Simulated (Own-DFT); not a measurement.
Simulation results for SiGe (diamond lattice with Si and Ge gathered in clusters, atoms displaced)

All values are calculated (Own-DFT development build). A calculation, not a measurement: plane-wave density functional theory by an unreviewed code, no spin, of a simulated periodic cell, stress positive in tension, run twice, with PBE and with PBEsol, both on files made for PBE, so the change isn't that of files made for PBEsol; forces on such cells passed a denser k mesh, this cell's mesh not checked; the far tail of each file's local potential was reset to the Coulomb form; each entry is a single point on an unrelaxed cell, so the pressure reflects the starting lattice, mostly measured values (interpolated for alloys), from which strain is counted, and rises with the displacements; printed positions are rounded, which can move forces by about a meV/angstrom; the program, named Own-DFT, is a retired in-house code; no spin-orbit coupling; stress was not checked against mesh or cutoff.

Settings shared by all entries: functional PBE, then PBEsol; potential files PseudoDojo norm-conserving, scalar-relativistic, standard set; wave cutoff 42 hartree; occupations Fermi-Dirac; smearing width 0.1 eV; k mesh 3 x 3 x 3 centred on Gamma.

(1) SiGe (diamond lattice with Si and Ge gathered in clusters, atoms displaced)

```cif
# cell vector a (Å): 11.0890 0.0000 0.0000
# cell vector b (Å): 0.0000 11.0890 0.0000
# cell vector c (Å): 0.0000 0.0000 11.0890
data_SiGe
_symmetry_space_group_name_H-M 'P 1'
_symmetry_Int_Tables_number 1
_cell_length_a 11.0890
_cell_length_b 11.0890
_cell_length_c 11.0890
_cell_angle_alpha 90.000
_cell_angle_beta 90.000
_cell_angle_gamma 90.000
_cell_volume 1363.57
loop_
_atom_site_label
_atom_site_type_symbol
_atom_site_fract_x
_atom_site_fract_y
_atom_site_fract_z
_atom_site_occupancy
Ge1 Ge 0.99664 0.00216 0.00308 1
Si1 Si 0.00298 0.25499 0.25376 1
Ge2 Ge 0.24734 0.00176 0.25519 1
Ge3 Ge 0.24984 0.25250 0.00060 1
Ge4 Ge 0.12449 0.12363 0.12544 1
Si2 Si 0.12622 0.37714 0.37907 1
Si3 Si 0.37683 0.12631 0.37476 1
Si4 Si 0.37242 0.37749 0.12255 1
Ge5 Ge 0.00489 0.00077 0.49739 1
Ge6 Ge 0.99749 0.24839 0.74944 1
Ge7 Ge 0.24533 0.00250 0.74847 1
Si5 Si 0.25000 0.25185 0.50079 1
Ge8 Ge 0.12370 0.11894 0.62190 1
Ge9 Ge 0.12236 0.37736 0.87466 1
Ge10 Ge 0.37268 0.12583 0.87291 1
Si6 Si 0.37664 0.37734 0.62293 1
Ge11 Ge 0.00473 0.50165 0.00011 1
Ge12 Ge 0.00287 0.75015 0.24851 1
Si7 Si 0.24819 0.49982 0.24927 1
Ge13 Ge 0.25006 0.74783 0.99832 1
Ge14 Ge 0.12710 0.62354 0.12190 1
Ge15 Ge 0.12536 0.87359 0.38082 1
Si8 Si 0.37258 0.62999 0.37487 1
Ge16 Ge 0.37376 0.87140 0.12772 1
Si9 Si 0.00012 0.49971 0.49655 1
Ge17 Ge 0.99914 0.75458 0.75392 1
Ge18 Ge 0.25046 0.50404 0.75277 1
Ge19 Ge 0.24826 0.75395 0.50216 1
Ge20 Ge 0.12252 0.62204 0.62482 1
Ge21 Ge 0.12090 0.87371 0.87788 1
Ge22 Ge 0.37445 0.62766 0.87632 1
Ge23 Ge 0.37401 0.87440 0.62444 1
Ge24 Ge 0.50105 0.99832 0.99747 1
Si10 Si 0.49835 0.25562 0.25306 1
Si11 Si 0.75142 0.99469 0.24762 1
Si12 Si 0.74649 0.25332 0.00562 1
Si13 Si 0.62695 0.12316 0.11938 1
Si14 Si 0.62526 0.37954 0.37525 1
Si15 Si 0.87726 0.12603 0.37848 1
Si16 Si 0.87516 0.37335 0.12518 1
Si17 Si 0.49710 0.99738 0.49693 1
Si18 Si 0.50474 0.25476 0.75003 1
Ge25 Ge 0.74740 0.99936 0.74794 1
Si19 Si 0.74862 0.24886 0.50344 1
Si20 Si 0.62274 0.12179 0.63037 1
Si21 Si 0.62616 0.36922 0.87435 1
Ge26 Ge 0.87525 0.12349 0.87527 1
Si22 Si 0.87401 0.37605 0.62631 1
Si23 Si 0.50449 0.50092 0.99959 1
Si24 Si 0.50368 0.74971 0.24805 1
Si25 Si 0.74982 0.49930 0.24511 1
Ge27 Ge 0.74888 0.74864 0.99924 1
Si26 Si 0.62799 0.62682 0.12372 1
Si27 Si 0.62932 0.87590 0.37357 1
Si28 Si 0.87681 0.62552 0.37440 1
Ge28 Ge 0.87552 0.88034 0.12295 1
Si29 Si 0.49822 0.49967 0.49539 1
Ge29 Ge 0.50083 0.75358 0.75052 1
Si30 Si 0.75249 0.49878 0.75144 1
Si31 Si 0.75200 0.75358 0.49951 1
Si32 Si 0.62789 0.62970 0.62466 1
Ge30 Ge 0.62373 0.87888 0.87490 1
Ge31 Ge 0.87693 0.62512 0.87450 1
Ge32 Ge 0.87782 0.87421 0.62715 1
```

It finds PBE pressure 2.97 GPa; PBE stress xx -2.99 GPa; PBE stress yy -2.93 GPa; PBE stress zz -2.99 GPa; PBE stress yz -0.07 GPa; PBE stress xz -0.35 GPa; PBE stress xy 0.02 GPa; PBEsol pressure 0.68 GPa; PBEsol stress xx -0.7 GPa; PBEsol stress yy -0.65 GPa; PBEsol stress zz -0.7 GPa; PBEsol stress yz -0.06 GPa; PBEsol stress xz -0.33 GPa; PBEsol stress xy 0.02 GPa; rms change of force components from PBE to PBEsol 0.045 eV/Å.

Force:
| force element | PBE force x (eV/Å) | PBE force y (eV/Å) | PBE force z (eV/Å) | PBEsol force x (eV/Å) | PBEsol force y (eV/Å) | PBEsol force z (eV/Å) |
| --- | --- | --- | --- | --- | --- | --- |
| Ge | 0.553 | 0.109 | -0.5 | 0.534 | 0.096 | -0.489 |
| Si | -0.488 | -0.331 | 0.05 | -0.435 | -0.368 | 0.007 |
| Ge | 0.606 | -0.076 | -0.06 | 0.544 | -0.113 | -0.099 |
| Ge | 0.012 | -0.02 | 0.042 | -0.03 | -0.065 | -0.002 |
| Ge | -0.168 | 0.8 | 0.499 | -0.135 | 0.735 | 0.447 |
| Si | 0.178 | -0.031 | -0.403 | 0.183 | -0.03 | -0.394 |
| Si | 0.021 | 0.489 | 0.297 | -0.031 | 0.436 | 0.252 |
| Si | 0.724 | 0.306 | 0.596 | 0.665 | 0.259 | 0.532 |
| Ge | -1.421 | -0.114 | -0.028 | -1.324 | -0.15 | 0.023 |
| Ge | 0.141 | 0.281 | -0.443 | 0.17 | 0.228 | -0.388 |
| Ge | 0.444 | -0.681 | 0.412 | 0.426 | -0.66 | 0.396 |
| Si | 0.386 | -0.182 | -0.048 | 0.334 | -0.229 | -0.006 |
| Ge | 0.36 | 1.674 | 0.028 | 0.318 | 1.571 | 0.064 |
| Ge | 0.387 | -0.518 | -0.314 | 0.378 | -0.496 | -0.295 |
| Ge | 0.621 | 0.502 | -0.2 | 0.561 | 0.448 | -0.162 |
| Si | 0.124 | -0.173 | 0.131 | 0.077 | -0.133 | 0.177 |
| Ge | -1.244 | -0.494 | 0.303 | -1.164 | -0.435 | 0.253 |
| Ge | -0.426 | -0.07 | 0.166 | -0.374 | -0.031 | 0.123 |
| Si | 0.512 | -0.015 | 0.444 | 0.456 | 0.031 | 0.394 |
| Ge | -0.055 | 0.49 | 0.28 | -0.058 | 0.471 | 0.269 |
| Ge | 0.256 | -0.01 | 0.862 | 0.212 | 0.03 | 0.785 |
| Ge | -0.072 | -0.015 | -1.006 | -0.065 | -0.007 | -0.968 |
| Si | 0.388 | -0.548 | -0.462 | 0.33 | -0.487 | -0.415 |
| Ge | 0.275 | 0.37 | 0.117 | 0.226 | 0.388 | 0.067 |
| Si | -0.572 | -0.225 | 0.279 | -0.521 | -0.178 | 0.323 |
| Ge | 0.136 | -0.921 | -0.559 | 0.131 | -0.886 | -0.535 |
| Ge | 0.323 | -0.761 | -0.62 | 0.272 | -0.694 | -0.564 |
| Ge | 0.365 | -1.154 | 0.004 | 0.315 | -1.072 | 0.042 |
| Ge | -0.261 | 0.342 | -0.135 | -0.211 | 0.376 | -0.085 |
| Ge | 0.584 | 0.661 | 0.204 | 0.56 | 0.635 | 0.191 |
| Ge | 0.989 | -0.502 | 0.051 | 0.908 | -0.445 | 0.018 |
| Ge | 0.261 | 0.621 | 0.054 | 0.206 | 0.563 | 0.09 |
| Ge | -0.589 | 0.564 | 0.683 | -0.604 | 0.507 | 0.614 |
| Si | 0.317 | -0.47 | -0.654 | 0.314 | -0.463 | -0.653 |
| Si | -0.261 | 1.433 | 0.564 | -0.202 | 1.368 | 0.502 |
| Si | 0.499 | -0.377 | -0.506 | 0.533 | -0.404 | -0.54 |
| Si | -0.285 | 0.375 | 1.33 | -0.331 | 0.312 | 1.271 |
| Si | 0.236 | -0.461 | -0.08 | 0.245 | -0.455 | -0.077 |
| Si | -0.559 | 0.25 | -0.753 | -0.503 | 0.195 | -0.705 |
| Si | 0.131 | 0.174 | 0.254 | 0.184 | 0.207 | 0.205 |
| Si | 0.66 | 0.513 | 0.057 | 0.607 | 0.453 | 0.104 |
| Si | -0.691 | -0.476 | -0.466 | -0.73 | -0.509 | -0.423 |
| Ge | 0.358 | 0.2 | 0.062 | 0.393 | 0.149 | 0.109 |
| Si | -0.135 | 0.061 | -0.088 | -0.137 | 0.055 | -0.081 |
| Si | -0.447 | 0.593 | -1.14 | -0.4 | 0.524 | -1.075 |
| Si | 0.246 | 1.022 | 0.317 | 0.248 | 1.01 | 0.315 |
| Ge | -0.958 | 0.685 | 0.366 | -0.888 | 0.626 | 0.324 |
| Si | -0.097 | 0.104 | -0.571 | -0.043 | 0.061 | -0.52 |
| Si | -0.146 | -0.316 | 0.083 | -0.182 | -0.27 | 0.035 |
| Si | 0.095 | -0.294 | 0.596 | 0.049 | -0.241 | 0.545 |
| Si | 0.249 | 0.224 | 0.532 | 0.249 | 0.224 | 0.52 |
| Ge | 0.081 | 0.276 | 0.056 | 0.125 | 0.312 | 0.011 |
| Si | -0.508 | -0.534 | 0.353 | -0.456 | -0.472 | 0.296 |
| Si | -0.486 | -0.151 | 0.049 | -0.483 | -0.15 | 0.052 |
| Si | -0.549 | -0.228 | -0.08 | -0.5 | -0.177 | -0.122 |
| Ge | -0.373 | -1.07 | 0.534 | -0.312 | -1.069 | 0.468 |
| Si | 0.163 | 0.733 | 0.459 | 0.156 | 0.731 | 0.455 |
| Ge | 0.216 | -0.566 | -0.325 | 0.166 | -0.504 | -0.277 |
| Si | -0.586 | -0.005 | -0.33 | -0.54 | 0.045 | -0.272 |
| Si | -0.02 | -0.562 | -0.214 | 0.03 | -0.504 | -0.165 |
| Si | -0.081 | -0.807 | -0.281 | -0.122 | -0.755 | -0.231 |
| Ge | 0.417 | -0.645 | -0.053 | 0.397 | -0.624 | -0.054 |
| Ge | -0.405 | -0.375 | -0.018 | -0.348 | -0.316 | 0.018 |
| Ge | -0.427 | 0.323 | -0.773 | -0.373 | 0.344 | -0.701 |

(2) SiGe (diamond lattice with Si and Ge gathered in clusters, atoms displaced)

```cif
# cell vector a (Å): 11.0890 0.0000 0.0000
# cell vector b (Å): 0.0000 11.0890 0.0000
# cell vector c (Å): 0.0000 0.0000 11.0890
data_SiGe
_symmetry_space_group_name_H-M 'P 1'
_symmetry_Int_Tables_number 1
_cell_length_a 11.0890
_cell_length_b 11.0890
_cell_length_c 11.0890
_cell_angle_alpha 90.000
_cell_angle_beta 90.000
_cell_angle_gamma 90.000
_cell_volume 1363.57
loop_
_atom_site_label
_atom_site_type_symbol
_atom_site_fract_x
_atom_site_fract_y
_atom_site_fract_z
_atom_site_occupancy
Si1 Si 0.00024 0.00516 0.99897 1
Si2 Si 0.00004 0.24686 0.25450 1
Si3 Si 0.25093 0.00542 0.24920 1
Si4 Si 0.25201 0.25240 0.99806 1
Si5 Si 0.12589 0.12320 0.12445 1
Si6 Si 0.12817 0.37357 0.37297 1
Ge1 Ge 0.37162 0.12193 0.37628 1
Si7 Si 0.37585 0.37752 0.12775 1
Ge2 Ge 0.99718 0.00076 0.49568 1
Ge3 Ge 0.00323 0.24573 0.75532 1
Ge4 Ge 0.24929 0.00639 0.75038 1
Ge5 Ge 0.24886 0.25025 0.50028 1
Ge6 Ge 0.12570 0.12561 0.62565 1
Si8 Si 0.12202 0.37493 0.87165 1
Ge7 Ge 0.37094 0.11922 0.87170 1
Ge8 Ge 0.37966 0.37387 0.62842 1
Si9 Si 0.99659 0.49473 0.00282 1
Si10 Si 0.99794 0.74853 0.25330 1
Si11 Si 0.24609 0.50014 0.23970 1
Si12 Si 0.24617 0.75382 0.99430 1
Si13 Si 0.12218 0.62795 0.12359 1
Si14 Si 0.11715 0.87305 0.37542 1
Si15 Si 0.37104 0.61974 0.37610 1
Si16 Si 0.37672 0.87428 0.12100 1
Si17 Si 0.99621 0.49672 0.49702 1
Si18 Si 0.00584 0.74664 0.75082 1
Si19 Si 0.24939 0.49367 0.75125 1
Si20 Si 0.24420 0.75390 0.49839 1
Si21 Si 0.12529 0.62713 0.62020 1
Si22 Si 0.12521 0.87784 0.87508 1
Si23 Si 0.37130 0.62426 0.87315 1
Ge9 Ge 0.37618 0.87959 0.62367 1
Ge10 Ge 0.50371 0.99773 0.99998 1
Ge11 Ge 0.49949 0.24961 0.24835 1
Ge12 Ge 0.74388 0.99756 0.24698 1
Ge13 Ge 0.74830 0.24660 0.00464 1
Ge14 Ge 0.62480 0.12665 0.12566 1
Ge15 Ge 0.62426 0.37035 0.37642 1
Ge16 Ge 0.87252 0.12984 0.37568 1
Si24 Si 0.87500 0.37935 0.12775 1
Ge17 Ge 0.49969 0.99784 0.49908 1
Ge18 Ge 0.49764 0.24887 0.74619 1
Ge19 Ge 0.74975 0.99575 0.74666 1
Ge20 Ge 0.74642 0.24784 0.49833 1
Ge21 Ge 0.62758 0.12073 0.62750 1
Ge22 Ge 0.62837 0.37449 0.87769 1
Ge23 Ge 0.87552 0.12684 0.88165 1
Ge24 Ge 0.87373 0.37976 0.62734 1
Si25 Si 0.49987 0.49493 0.00102 1
Si26 Si 0.49848 0.74754 0.25271 1
Si27 Si 0.75182 0.49949 0.25073 1
Si28 Si 0.75001 0.75192 0.99854 1
Si29 Si 0.62579 0.63007 0.12407 1
Ge25 Ge 0.62424 0.87443 0.37777 1
Si30 Si 0.87500 0.62492 0.37068 1
Si31 Si 0.87626 0.87499 0.12807 1
Ge26 Ge 0.50504 0.49453 0.50198 1
Ge27 Ge 0.49702 0.74777 0.74862 1
Ge28 Ge 0.75135 0.50010 0.75182 1
Ge29 Ge 0.75303 0.74832 0.49353 1
Ge30 Ge 0.62159 0.62646 0.62275 1
Ge31 Ge 0.62381 0.87714 0.87515 1
Si32 Si 0.87305 0.62694 0.87133 1
Ge32 Ge 0.87534 0.87264 0.62159 1
```

It finds PBE pressure 3.03 GPa; PBE stress xx -3.05 GPa; PBE stress yy -2.99 GPa; PBE stress zz -3.04 GPa; PBE stress yz 0.06 GPa; PBE stress xz 0.48 GPa; PBE stress xy 0.33 GPa; PBEsol pressure 0.74 GPa; PBEsol stress xx -0.76 GPa; PBEsol stress yy -0.7 GPa; PBEsol stress zz -0.75 GPa; PBEsol stress yz 0.06 GPa; PBEsol stress xz 0.46 GPa; PBEsol stress xy 0.3 GPa; rms change of force components from PBE to PBEsol 0.047 eV/Å.

Force:
| force element | PBE force x (eV/Å) | PBE force y (eV/Å) | PBE force z (eV/Å) | PBEsol force x (eV/Å) | PBEsol force y (eV/Å) | PBEsol force z (eV/Å) |
| --- | --- | --- | --- | --- | --- | --- |
| Si | 0.368 | -1.161 | 0.764 | 0.309 | -1.095 | 0.701 |
| Si | 0.438 | 0.721 | -0.951 | 0.379 | 0.656 | -0.892 |
| Si | -0.61 | -1.529 | -0.445 | -0.55 | -1.465 | -0.382 |
| Si | -0.395 | 0.084 | 0.354 | -0.347 | 0.038 | 0.304 |
| Si | -0.005 | 0.717 | -0.026 | -0.005 | 0.716 | -0.029 |
| Si | -0.616 | 0.463 | -0.346 | -0.557 | 0.414 | -0.291 |
| Ge | 0.278 | 0.306 | -0.261 | 0.315 | 0.334 | -0.203 |
| Si | -0.333 | -0.246 | -0.785 | -0.276 | -0.3 | -0.725 |
| Ge | 0.291 | 0.017 | 0.327 | 0.233 | 0.052 | 0.357 |
| Ge | -0.532 | 0.703 | -0.509 | -0.556 | 0.637 | -0.529 |
| Ge | -0.645 | -1.605 | -0.359 | -0.577 | -1.511 | -0.382 |
| Ge | 0.173 | 0.524 | -0.026 | 0.212 | 0.459 | 0.016 |
| Ge | -0.516 | -0.121 | -0.516 | -0.491 | -0.113 | -0.49 |
| Si | 0.556 | 0.203 | 1.072 | 0.497 | 0.147 | 1.01 |
| Ge | 0.882 | 1.313 | 1.269 | 0.884 | 1.241 | 1.179 |
| Ge | -1.079 | 0.396 | -0.444 | -0.993 | 0.335 | -0.46 |
| Si | 0.252 | 0.956 | -0.684 | 0.248 | 0.942 | -0.685 |
| Si | 0.103 | 0.081 | -0.582 | 0.098 | 0.078 | -0.572 |
| Si | 0.159 | 0.178 | 1.029 | 0.151 | 0.175 | 1.012 |
| Si | 0.401 | -0.373 | 0.572 | 0.401 | -0.368 | 0.561 |
| Si | -0.152 | -0.015 | -0.417 | -0.156 | -0.004 | -0.418 |
| Si | 1.076 | 0.311 | -0.689 | 1.019 | 0.37 | -0.635 |
| Si | -0.178 | 0.338 | -0.292 | -0.136 | 0.289 | -0.237 |
| Si | -0.537 | -0.289 | 0.793 | -0.479 | -0.236 | 0.741 |
| Si | 0.791 | 0.713 | -0.285 | 0.732 | 0.655 | -0.231 |
| Si | -0.286 | 0.236 | -0.001 | -0.317 | 0.27 | -0.041 |
| Si | -0.333 | 1.08 | -0.274 | -0.283 | 1.019 | -0.327 |
| Si | 0.493 | -0.377 | -0.208 | 0.538 | -0.323 | -0.164 |
| Si | 0.011 | -0.833 | 0.309 | 0.013 | -0.831 | 0.301 |
| Si | -0.537 | 0.033 | -0.137 | -0.495 | 0.093 | -0.185 |
| Si | -0.113 | -0.595 | 0.524 | -0.061 | -0.546 | 0.475 |
| Ge | -0.954 | -0.806 | 0.066 | -0.88 | -0.738 | 0.092 |
| Ge | -0.871 | 0.357 | 0.238 | -0.803 | 0.377 | 0.181 |
| Ge | -0.702 | 0.122 | 0.202 | -0.633 | 0.078 | 0.239 |
| Ge | 0.961 | 0.022 | 0.338 | 0.886 | 0.061 | 0.368 |
| Ge | 0.73 | 1.131 | 0.191 | 0.671 | 1.057 | 0.144 |
| Ge | -0.463 | -0.402 | -0.04 | -0.443 | -0.392 | -0.041 |
| Ge | 0.434 | 0.641 | -0.893 | 0.391 | 0.579 | -0.817 |
| Ge | -0.033 | -0.649 | -0.721 | -0.075 | -0.662 | -0.645 |
| Si | 0.164 | -0.879 | 0.436 | 0.119 | -0.922 | 0.401 |
| Ge | 0.258 | 0.529 | 0.076 | 0.254 | 0.508 | 0.084 |
| Ge | 0.784 | -0.537 | 1.089 | 0.758 | -0.525 | 1.043 |
| Ge | 0.689 | 0.209 | 0.757 | 0.648 | 0.203 | 0.724 |
| Ge | 0.456 | 0.326 | 0.985 | 0.436 | 0.307 | 0.948 |
| Ge | -0.551 | 0.398 | -0.481 | -0.537 | 0.387 | -0.472 |
| Ge | -0.707 | -0.182 | -0.128 | -0.649 | -0.214 | -0.163 |
| Ge | -0.308 | -0.645 | -0.663 | -0.337 | -0.581 | -0.681 |
| Ge | 0.476 | -0.999 | -0.415 | 0.412 | -1 | -0.364 |
| Si | -0.16 | 1.193 | 0.175 | -0.105 | 1.134 | 0.124 |
| Si | -0.404 | -0.12 | -0.335 | -0.355 | -0.075 | -0.281 |
| Si | -0.439 | 0.472 | -0.319 | -0.492 | 0.422 | -0.271 |
| Si | 0.472 | -0.138 | 0.278 | 0.42 | -0.088 | 0.228 |
| Si | -0.134 | -0.721 | 0.1 | -0.131 | -0.709 | 0.097 |
| Ge | -0.4 | -0.478 | -0.78 | -0.353 | -0.42 | -0.718 |
| Si | 0.273 | -0.757 | 0.095 | 0.22 | -0.702 | 0.148 |
| Si | 0.19 | -0.135 | -0.735 | 0.143 | -0.084 | -0.685 |
| Ge | -1.031 | 0.748 | -0.559 | -0.965 | 0.684 | -0.503 |
| Ge | -0.271 | 0.159 | 0.442 | -0.222 | 0.198 | 0.383 |
| Ge | -0.418 | 0.752 | 0.028 | -0.439 | 0.676 | -0.015 |
| Ge | -0.077 | -0.39 | 0.39 | -0.12 | -0.322 | 0.42 |
| Ge | 0.846 | -0.081 | 0.129 | 0.816 | -0.086 | 0.124 |
| Ge | 0.423 | -0.937 | -0.173 | 0.377 | -0.859 | -0.204 |
| Si | 0.697 | 0.065 | 0.913 | 0.639 | 0.018 | 0.853 |
| Ge | 0.663 | -0.496 | 0.537 | 0.601 | -0.438 | 0.484 |
